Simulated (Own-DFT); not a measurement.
SiC (2H silicon carbide, strained, atoms displaced) (calculated)

All values are calculated (Own-DFT development build). A calculation, not a measurement: plane-wave PBE density functional theory by an unreviewed code, no spin, of a simulated periodic cell, stress positive in tension, free energy of the whole cell less one offset for each atom, forces on such cells passed a denser k mesh, this cell's mesh not checked; offsets are fitted by least squares, one for each functional and potential file, so energies compare only between cells with the same atoms and settings and are not formation energies; the far tail of each file's local potential was reset to the Coulomb form; each entry is a single point on an unrelaxed cell, so the pressure reflects the starting lattice, mostly measured values (interpolated for alloys), from which strain is counted, and rises with the displacements; printed positions are rounded, which can move forces by about a meV/angstrom; the program, named Own-DFT, is a retired in-house code; no spin-orbit coupling.

Settings shared by all entries: functional PBE; potential files PseudoDojo norm-conserving, scalar-relativistic, standard set; wave cutoff 42 hartree; occupations Fermi-Dirac; smearing width 0.1 eV; hardware one NVIDIA H100; k mesh 5 x 5 x 3 centred on Gamma.

(1) SiC (2H silicon carbide, strained, atoms displaced)

```
cell vectors (Å)
   6.0538     0.0438    -0.0614
  -2.9890     5.2939     0.0985
  -0.1002     0.1278    10.2169
atoms (fractions of the cell vectors)
Si  0.01696  0.01543  0.99060
Si  0.17989  0.33917  0.25410
C   0.99519  0.01077  0.18558
C   0.15936  0.33351  0.43292
Si  0.99929  0.00540  0.49273
Si  0.18481  0.34648  0.74699
C   0.98121  0.97491  0.68576
C   0.16245  0.33887  0.93550
Si  0.99821  0.49162  0.99910
Si  0.14717  0.83532  0.24295
C   0.00606  0.51903  0.18352
C   0.17331  0.82964  0.43870
Si  0.99307  0.49108  0.50980
Si  0.18258  0.85252  0.75090
C   0.01689  0.51989  0.68161
C   0.17805  0.84164  0.93227
Si  0.50431  0.01002  0.99032
Si  0.67042  0.33618  0.26010
C   0.51349  0.01544  0.18748
C   0.66341  0.33911  0.44153
Si  0.47716  0.99425  0.50015
Si  0.65708  0.32644  0.73914
C   0.50415  0.00140  0.68697
C   0.65206  0.33720  0.92996
Si  0.50246  0.50458  0.99587
Si  0.67937  0.85218  0.25328
C   0.48795  0.49521  0.18029
C   0.65617  0.83558  0.43963
Si  0.50037  0.49569  0.49406
Si  0.68062  0.84092  0.74604
C   0.50400  0.51138  0.68476
C   0.66058  0.84655  0.93599
```

- free energy of cell above offsets: -1.853 eV
- pressure: 7.6 GPa
- stress xx: -15.84 GPa
- stress yy: -7.36 GPa
- stress zz: 0.39 GPa
- stress yz: 3.36 GPa
- stress xz: -1.25 GPa
- stress xy: 3.12 GPa
- wall time: 121.6 s

Force:
```csv
element,x (eV/Å),y (eV/Å),z (eV/Å)
Si,-1.579,-1.873,1.347
Si,-2.102,0.292,-1.891
C,0.59,0.835,-0.723
C,0.663,0.243,1.244
Si,0.124,-1.75,1.211
Si,-2.061,-1.343,0.198
C,2.634,4.5,-1.484
C,1.401,0.498,-1.127
Si,-1.939,1.6,-0.167
Si,3.422,1.012,1.121
C,0.028,-2.053,0.668
C,-3.642,-1.081,-1.529
Si,0.322,1.411,-2.683
Si,-0.418,-2.073,-0.425
C,-0.501,-1.473,2.538
C,-1.037,-0.973,0.608
Si,-0.369,0.48,2.596
Si,-0.346,0.408,-2.885
C,-1.645,-0.485,-0.451
C,1.189,-1.22,-0.068
Si,2.992,1.162,0.436
Si,1.519,1.974,1.535
C,-0.35,0.402,-1.137
C,2.076,0.448,-0.6
Si,-0.951,0.86,0.625
Si,-1.722,-2.07,-0.906
C,1.981,1.552,1.554
C,0.945,0.186,-0.567
Si,-1.988,1.616,1.224
Si,-2.58,-1.474,1.817
C,0.451,-0.655,-1.034
C,2.891,-0.958,-1.043
```

(2) SiC (2H silicon carbide, strained, atoms displaced)

```
cell vectors (Å)
   6.2302    -0.1029    -0.0239
  -3.2042     5.3332     0.1101
  -0.0391     0.1850     9.9637
atoms (fractions of the cell vectors)
Si  0.99214  0.99314  0.00202
Si  0.17579  0.34020  0.25164
C   0.99976  0.00672  0.18663
C   0.17425  0.32018  0.43749
Si  0.99280  0.99698  0.51282
Si  0.14668  0.32656  0.74411
C   0.00280  0.01421  0.68802
C   0.16616  0.32164  0.93688
Si  0.99172  0.49518  0.00196
Si  0.16112  0.83618  0.24681
C   0.99827  0.48650  0.18813
C   0.16287  0.84172  0.42853
Si  0.98800  0.47651  0.49917
Si  0.17399  0.83707  0.75093
C   0.99354  0.49255  0.68133
C   0.16688  0.83877  0.94083
Si  0.50021  0.98918  0.00430
Si  0.66315  0.33372  0.25685
C   0.49175  0.00268  0.18992
C   0.67061  0.33847  0.43457
Si  0.48401  0.00019  0.49847
Si  0.68063  0.34189  0.75180
C   0.48775  0.99584  0.67889
C   0.66392  0.33488  0.93913
Si  0.51907  0.51663  0.99531
Si  0.66563  0.81966  0.24487
C   0.50769  0.50218  0.17897
C   0.66154  0.84684  0.44494
Si  0.51125  0.50001  0.50037
Si  0.66989  0.82353  0.75454
C   0.50339  0.51615  0.68142
C   0.67807  0.83666  0.93850
```

- free energy of cell above offsets: -1.832 eV
- pressure: 8.08 GPa
- stress xx: 0.82 GPa
- stress yy: -8.44 GPa
- stress zz: -16.63 GPa
- stress yz: 4.91 GPa
- stress xz: -1.21 GPa
- stress xy: -8.42 GPa
- wall time: 118.7 s

Force:
```csv
element,x (eV/Å),y (eV/Å),z (eV/Å)
Si,2.123,1.471,0.141
Si,-0.294,-1.031,-0.706
C,0.328,-0.575,0.105
C,-0.937,1.47,0.605
Si,0.377,-0.791,-4.115
Si,2.422,2.072,1.765
C,0.778,-2.65,1.75
C,-0.836,2.183,-0.454
Si,1.595,-0.299,-0.418
Si,-0.174,-0.874,-0.424
C,-0.759,1.372,0.691
C,-0.622,-1.532,2.634
Si,1.536,2.479,-1.673
Si,-1.186,-0.236,-0.061
C,0.272,1.451,1.037
C,0.362,-1.01,-0.479
Si,-0.935,1.274,-0.398
Si,0.783,-0.371,-2.853
C,1.563,-0.605,-0.143
C,-0.822,-0.35,1.536
Si,0.933,-0.735,-1.231
Si,-2.794,-1.534,-0.673
C,1.687,1.121,2.822
C,0.584,-0.298,-0.379
Si,-1.359,-3.804,-0.036
Si,-1.249,2.416,2.038
C,-0.062,-0.505,1.673
C,0.793,-1.193,-1.621
Si,-1.331,1.06,-0.682
Si,-1.571,1.664,-1.869
C,0.756,-2.354,1.993
C,-1.96,0.715,-0.576
```

(3) SiC (2H silicon carbide, strained, atoms displaced)

```
cell vectors (Å)
   6.0648     0.0946    -0.1178
  -2.9505     5.3305     0.1287
  -0.1923     0.1317     9.9090
atoms (fractions of the cell vectors)
Si  0.00439  0.99337  0.00418
Si  0.16127  0.32900  0.25052
C   0.99559  0.00251  0.18644
C   0.15552  0.30766  0.43352
Si  0.00571  0.00002  0.50523
Si  0.18581  0.33421  0.74944
C   0.00347  0.00933  0.67821
C   0.17027  0.32823  0.92969
Si  0.99081  0.49424  0.00152
Si  0.16640  0.83763  0.24418
C   0.99721  0.50125  0.18628
C   0.17908  0.84064  0.44139
Si  0.99419  0.49768  0.50006
Si  0.16316  0.83589  0.75516
C   0.00851  0.49698  0.68730
C   0.17451  0.84956  0.93260
Si  0.50115  0.00927  0.00523
Si  0.67147  0.34093  0.26161
C   0.48481  0.00117  0.18888
C   0.66476  0.32898  0.43727
Si  0.49639  0.98381  0.49758
Si  0.68161  0.34386  0.75064
C   0.49399  0.98855  0.69004
C   0.67792  0.34511  0.93505
Si  0.51040  0.50128  0.99557
Si  0.69145  0.84401  0.24685
C   0.49750  0.50242  0.18117
C   0.66965  0.82971  0.43866
Si  0.51891  0.50446  0.49644
Si  0.67303  0.84072  0.74843
C   0.48647  0.50333  0.68928
C   0.67054  0.82681  0.94101
```

- free energy of cell above offsets: -1.562 eV
- pressure: 11.8 GPa
- stress xx: -13.43 GPa
- stress yy: -1.12 GPa
- stress zz: -20.84 GPa
- stress yz: 4.59 GPa
- stress xz: -4.44 GPa
- stress xy: 4.34 GPa
- wall time: 127.8 s

Force:
```csv
element,x (eV/Å),y (eV/Å),z (eV/Å)
Si,-1.252,1.243,-2.016
Si,1.185,0.798,-0.729
C,1.262,1.209,-0.193
C,0.054,3.32,0.841
Si,0.072,-0.994,-2.716
Si,-2.767,-1.302,-0.467
C,-0.131,-0.519,3.905
C,-0.36,0.197,2.828
Si,2.375,1.192,-1.237
Si,0.535,-1.11,1.919
C,-0.57,0.262,0.874
C,-1.559,-2.046,-1.56
Si,1.986,0.106,-0.296
Si,1.029,-0.517,-2.73
C,-1.351,0.903,0.395
C,0.58,-1.761,2.649
Si,1.003,-0.472,-1.613
Si,-0.716,-0.776,-4.176
C,2.332,1.214,0.643
C,0.869,-0.452,2.094
Si,0.348,1.484,1.355
Si,-0.623,-1.416,-1.217
C,-1.002,2.175,-0.489
C,-0.224,-1.624,0.413
Si,-1.651,-0.342,0.349
Si,-4.055,-2.254,0.512
C,0.29,0.3,1.813
C,1.04,0.233,-0.882
Si,-2.981,-1.192,0.957
Si,0.59,-0.813,0.707
C,4.154,1.352,-1.526
C,-0.464,1.599,-0.406
```

(4) SiC (2H silicon carbide, strained, atoms displaced)

```
cell vectors (Å)
   6.2648     0.1055     0.1022
  -3.0411     5.2855    -0.1349
   0.1669    -0.1581    10.0313
atoms (fractions of the cell vectors)
Si  0.98970  0.98192  0.00269
Si  0.17637  0.33711  0.25688
C   0.97807  0.00738  0.18646
C   0.16475  0.33448  0.43133
Si  0.00688  0.00574  0.49744
Si  0.16803  0.33778  0.75041
C   0.00199  0.00669  0.69060
C   0.17376  0.32988  0.94140
Si  0.98652  0.48404  0.99149
Si  0.15694  0.82718  0.24876
C   0.99856  0.50272  0.18592
C   0.17078  0.83185  0.43176
Si  0.00259  0.51111  0.49618
Si  0.17723  0.83533  0.75492
C   0.99653  0.50193  0.68924
C   0.16598  0.82403  0.94073
Si  0.50234  0.98849  0.99662
Si  0.66302  0.33156  0.26067
C   0.50156  0.99262  0.18735
C   0.66481  0.34572  0.43908
Si  0.47654  0.99013  0.49031
Si  0.66612  0.33228  0.75351
C   0.49967  0.00314  0.69081
C   0.65828  0.32766  0.93747
Si  0.49294  0.50150  0.00366
Si  0.68123  0.83511  0.25025
C   0.48927  0.49818  0.19078
C   0.66146  0.83857  0.44192
Si  0.50279  0.51496  0.49817
Si  0.65174  0.81982  0.74339
C   0.49986  0.49873  0.67926
C   0.65880  0.83622  0.93755
```

- free energy of cell above offsets: -2.507 eV
- pressure: 2.46 GPa
- stress xx: 3.93 GPa
- stress yy: -2.68 GPa
- stress zz: -8.62 GPa
- stress yz: -5.1 GPa
- stress xz: 6.06 GPa
- stress xy: 6.11 GPa
- wall time: 118.4 s

Force:
```csv
element,x (eV/Å),y (eV/Å),z (eV/Å)
Si,-0.303,1.586,-1.15
Si,-2.132,0.278,-3.363
C,3.826,0.121,0.513
C,0.526,0.251,2.943
Si,-1.254,-0.03,1.14
Si,0.224,-0.206,-0.04
C,0.196,-1.211,-0.592
C,-0.789,-0.794,-0.762
Si,0.533,0.763,1.861
Si,0.653,0.987,-1.892
C,-0.397,-1.22,0.374
C,-1.805,-0.093,0.455
Si,-0.405,-1.634,0.96
Si,-1.651,0.395,-0.721
C,0.422,0.086,-0.384
C,0.023,-0.157,0.03
Si,-3.047,1.752,1.805
Si,0.366,0.046,-3.54
C,-0.882,0.413,0.661
C,0.801,-1.004,1.099
Si,2.203,2.566,2.21
Si,-0.302,0.52,-1.29
C,-0.304,-0.843,-1.331
C,0.186,0.093,0.344
Si,0.342,-0.262,-0.125
Si,-3.576,-1.002,0.711
C,1.766,0.012,0.167
C,1.363,0.562,-1.015
Si,-0.487,-1.105,-0.382
Si,1.186,2.112,0.803
C,-0.396,-0.948,1.714
C,3.112,-2.034,-1.205
```

(5) SiC (2H silicon carbide, strained, atoms displaced)

```
cell vectors (Å)
   6.2106    -0.1009     0.0042
  -3.1927     5.4799     0.0949
   0.0068     0.1828    10.2086
atoms (fractions of the cell vectors)
Si  0.99759  0.00950  0.99784
Si  0.14624  0.34011  0.25054
C   0.01456  0.02111  0.18965
C   0.16802  0.33355  0.43057
Si  0.00751  0.00242  0.49843
Si  0.15999  0.33262  0.75123
C   0.01674  0.00647  0.68167
C   0.17514  0.35366  0.93745
Si  0.99190  0.50700  0.99873
Si  0.16356  0.83544  0.24821
C   0.00383  0.51149  0.18475
C   0.16647  0.81832  0.44030
Si  0.01123  0.50971  0.50363
Si  0.15117  0.81291  0.75328
C   0.00908  0.50795  0.68758
C   0.16100  0.82846  0.94465
Si  0.50636  0.99954  0.00321
Si  0.66750  0.33123  0.25572
C   0.50017  0.03159  0.18747
C   0.67105  0.34161  0.43071
Si  0.49440  0.99405  0.49502
Si  0.66278  0.33285  0.74053
C   0.52716  0.00109  0.68775
C   0.67277  0.33016  0.94219
Si  0.49809  0.50017  0.00694
Si  0.65923  0.82774  0.24321
C   0.48394  0.49287  0.18250
C   0.66990  0.84414  0.44098
Si  0.49737  0.51345  0.49032
Si  0.67453  0.84305  0.75688
C   0.49303  0.50371  0.68369
C   0.67351  0.83275  0.94290
```

- free energy of cell above offsets: -2.413 eV
- pressure: -2.87 GPa
- stress xx: 3.68 GPa
- stress yy: 3.56 GPa
- stress zz: 1.35 GPa
- stress yz: 5.01 GPa
- stress xz: -0.97 GPa
- stress xy: -6.35 GPa
- wall time: 124 s

Force:
```csv
element,x (eV/Å),y (eV/Å),z (eV/Å)
Si,1.754,0.642,1.009
Si,2.066,-0.211,-0.764
C,-1.357,-1.858,-0.52
C,-0.751,0.375,1.396
Si,-0.166,-0.219,-0.29
Si,1.219,0.267,-0.246
C,-0.605,-0.537,1.737
C,-0.615,-1.337,-0.142
Si,1.519,-0.761,0.669
Si,-0.083,0.722,0.243
C,-0.983,-0.008,0.347
C,-1.198,2.402,-1.242
Si,-0.523,-2.586,-0.651
Si,1.369,3.122,0.135
C,-0.655,-1.424,-0.32
C,-0.157,1.623,-1.25
Si,-0.965,0.363,-0.381
Si,-0.953,2.069,-1.86
C,1.627,-3.53,-0.171
C,-0.275,-0.177,2.659
Si,1.074,1.41,1.207
Si,-0.26,-0.142,1.323
C,-3.186,0.447,-0.428
C,-1.888,0.053,-1.584
Si,0.795,-0.536,-2.017
Si,-0.009,1.155,0.72
C,0.631,1.067,2.441
C,0.321,-0.339,-1.818
Si,1.206,-0.962,1.262
Si,1.145,-1.465,-1.422
C,0.945,0.238,0.224
C,-1.042,0.138,-0.264
```
